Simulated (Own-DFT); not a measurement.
# Misfit strain and the stress it brings: diamond-structure SiGeSn with randomly placed atoms, 64 atoms (Ge40Si16Sn8)

Calculated, not measured: single-point runs of Own-DFT, a retired in-house plane-wave DFT program that no person has reviewed, on unrelaxed cells, without spin or spin-orbit coupling.

All runs used: PBE; PseudoDojo norm-conserving scalar-relativistic files; cutoff 49 hartree; 3 x 3 x 3 k mesh centred on Gamma; Fermi-Dirac smearing of 0.1 eV.

Keep in mind: forces on such cells moved up to 12 meV/angstrom on a denser k mesh; stress not checked against mesh or cutoff.

Unstrained cell vectors in Å: (11.410, 0.000, 0.000); (0.000, 11.410, 0.000); (0.000, 0.000, 11.410). The unstrained cell has measured lattice constants (interpolated for alloys), not those of this functional. That, the random moves and any unrelaxed bonds set the pressure at no strain. Each run strains x and y alike by e, as a substrate would, and holds the height along z. All atoms carry random offsets, Gaussian with a width of 0.05 Å per axis. The random placing of the alloy's atoms differs from row to row. Stress is positive in tension.

| e (%) | u (Å) | (s_xx + s_yy)/2 (GPa) | s_zz (GPa) |
|---|---|---|---|
| -2.50 | 0.050 | -9.90 | -8.24 |
| -2.25 | 0.047 | ? | ? |
| -1.75 | 0.049 | -8.28 | -7.26 |
| -1.50 | 0.053 | -7.60 | -6.63 |
| -1.25 | 0.044 | -7.22 | -6.55 |
| -0.75 | 0.049 | -6.05 | -5.62 |
| -0.50 | 0.051 | -5.56 | -5.48 |
| 0.75 | 0.046 | -3.41 | -3.88 |
| 1.50 | 0.052 | -2.43 | -3.38 |
| 2.50 | 0.054 | -0.83 | -2.37 |

## What the rows give

With e as a fraction, the in-plane stress is -4.7 + 180 e - 1101 e² GPa (errors 2 and 157, scatter 0.10), and s_zz is -4.8 + 117 e - 841 e² GPa (slope ± 3, scatter 0.13). At e = 0 the first slope is C11 + C12 and the second 2 C12, both with the ions held to the strained lattice and at the cell's own pressure. The term in e² is negative: the layer stiffens under compression and softens under tension. A free layer would change its height as e changes, and the in-plane slope would drop by 2 C12²/C11 to the biaxial modulus. At fixed height, a misfit of 1 % moves the in-plane stress by about 1.8 GPa and s_zz by 1.2 GPa.

## Test on the hidden row

The question: what are the two stresses at e = -2.25 %?

The fit gives -9.3 and -7.9 GPa. The hidden result is -9.30 and -7.91 GPa.
